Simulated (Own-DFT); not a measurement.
# What a defect does to the pressure of its cell: C40 NbSi2

Source: density functional calculations with Own-DFT, an unreviewed in-house program that is no longer used. Nothing was measured or relaxed, and spin and spin-orbit coupling are left out.

All runs used: PBE; PseudoDojo norm-conserving scalar-relativistic files; cutoff 42 hartree; 4 x 4 x 5 k mesh centred on Gamma; cold (Marzari-Vanderbilt) smearing of 0.2 eV.

Limits: forces on such cells failed a check on a denser k mesh; stress not checked against mesh or cutoff.

All runs share one cell, with vectors in Å (0.000, 8.324, 0.000); (-9.613, 0.000, 0.000); (0.000, 0.000, 6.586) and a volume of 527.0 Å³. The atoms are randomly displaced, by u rms on each axis. The defect's site can differ from row to row.

```
cell,formula,u (Å),P (GPa)
no defect,Nb12Si24,0.0196,1.48
no defect,Nb12Si24,0.0201,1.58
no defect,Nb12Si24,0.0474,2.61
two Si on a Nb site each,Nb10Si26,0.0275,1.67
two Si on a Nb site each,Nb10Si26,0.0300,1.70
two Si on a Nb site each,Nb10Si26,0.0491,?
two Si on a Nb site each,Nb10Si26,0.0501,2.43
two Nb vacancies,Nb10Si24,0.0329,0.07
two Nb vacancies,Nb10Si24,0.0533,0.98
two Nb vacancies,Nb10Si24,0.0617,1.09
two Nb on a Si site each,Nb14Si22,0.0319,7.85
two Nb on a Si site each,Nb14Si22,0.0511,8.12
two Nb on a Si site each,Nb14Si22,0.0578,8.70
one Si vacancy,Nb12Si23,0.0328,0.85
one Si vacancy,Nb12Si23,0.0495,1.86
one Si vacancy,Nb12Si23,0.0523,2.01
```

## Analysis

P = P0 + c u² + a shift for each defect gives P0 = 1.42 GPa, c = 463 ± 53 GPa/Å² and a scatter of 0.19 GPa. The shifts, and each times the cell's volume:

- two Nb on a Si site each: 5.72 ± 0.17 GPa, 18.8 eV (9.4 eV for each of its 2 sites)
- two Si on a Nb site each: -0.13 ± 0.15 GPa, -0.4 eV (-0.2 eV for each of its 2 sites) (not resolved)
- one Si vacancy: -0.82 ± 0.16 GPa, -2.7 eV
- two Nb vacancies: -1.90 ± 0.17 GPa, -6.3 eV (-3.1 eV for each of its 2 sites)

Against the defect-free cell, a freed cell would be larger where the shift is positive and smaller where it is negative (160.2 GPa Å³ is 1 eV). The atoms around the defects weren't relaxed, which would change these numbers.

## Withheld run

Asked: what pressure belongs in the blank (two Si on a Nb site each, u = 0.0491 Å)?

From the fit: 2.41 ± 0.22 GPa. The calculation gave 2.31 GPa.
